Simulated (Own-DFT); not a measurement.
# How strain changes the stress of wurtzite AlGaN with randomly placed atoms, 72 atoms (Al9Ga27N36)

All numbers below are calculated, not measured. The program, named Own-DFT, is a retired in-house plane-wave density functional code that no person has reviewed. Each row is one single-point run on a periodic cell that was not relaxed, without spin or spin-orbit coupling.

Settings of every run: PBE; PseudoDojo norm-conserving scalar-relativistic files (stringent for Ga); cutoff 96 hartree; 4 x 4 x 3 k mesh centred on Gamma; Gaussian smearing of 0.01 eV.

Known limits: forces on such cells passed a denser k mesh, each cell not checked; stress not checked against mesh or cutoff.

Unstrained cell vectors in Å: (9.509, 0.000, 0.000); (-4.755, 8.235, 0.000); (0.000, 0.000, 10.269). The unstrained cell has measured lattice constants (interpolated for alloys), not those of this functional. That, the random moves and any unrelaxed bonds set the pressure at no strain. Each run strains this cell uniformly, with the atoms carried along. Every atom was also moved at random, by a Gaussian of width 0.05 Å on each axis. The random placing of the alloy's atoms differs from row to row. Strain is the symmetric tensor, in per cent. Stress is positive in tension, and the pressure is minus a third of its trace.

```
run,e_xx (%),e_yy (%),e_zz (%),s_xx (GPa),s_yy (GPa),s_zz (GPa),P (GPa),E (meV/atom)
1,0.00,0.00,1.25,-6.17,-5.82,-0.67,4.22,0.0
2,0.00,0.00,3.00,-5.89,-3.75,4.52,1.71,15.5
3,0.00,0.00,1.75,-6.35,-3.81,0.21,3.32,3.6
4,0.00,0.00,0.25,-7.03,-6.61,-5.87,6.50,12.5
5,0.00,0.00,0.50,-6.20,-8.14,-4.15,6.16,16.6
6,0.00,0.00,-2.00,-6.72,-8.15,-19.79,11.55,33.5
7,0.00,0.00,-0.75,-6.16,-7.29,-11.96,8.47,14.7
8,0.00,0.00,-1.00,-8.04,-9.09,-13.38,10.17,49.9
9,0.00,0.00,2.75,?,?,?,?,?
```

E is the free energy for each atom above the lowest run shown.

## Worked fit

The change of volume is close to e_xx + e_yy + e_zz. A straight line through the runs shown gives P = 7.29 - 208 x (fractional change of volume) GPa, with an error of 12 on the slope and a scatter of 0.52 GPa. The strain isn't the same on all axes and the cell isn't cubic, so the slope belongs to this path and is not the bulk modulus.

## Withheld run

Question: what pressure should run 9 give? Its volume changes by 2.75 %.

The line gives 1.6 GPa. The calculation gave 2.54 GPa.
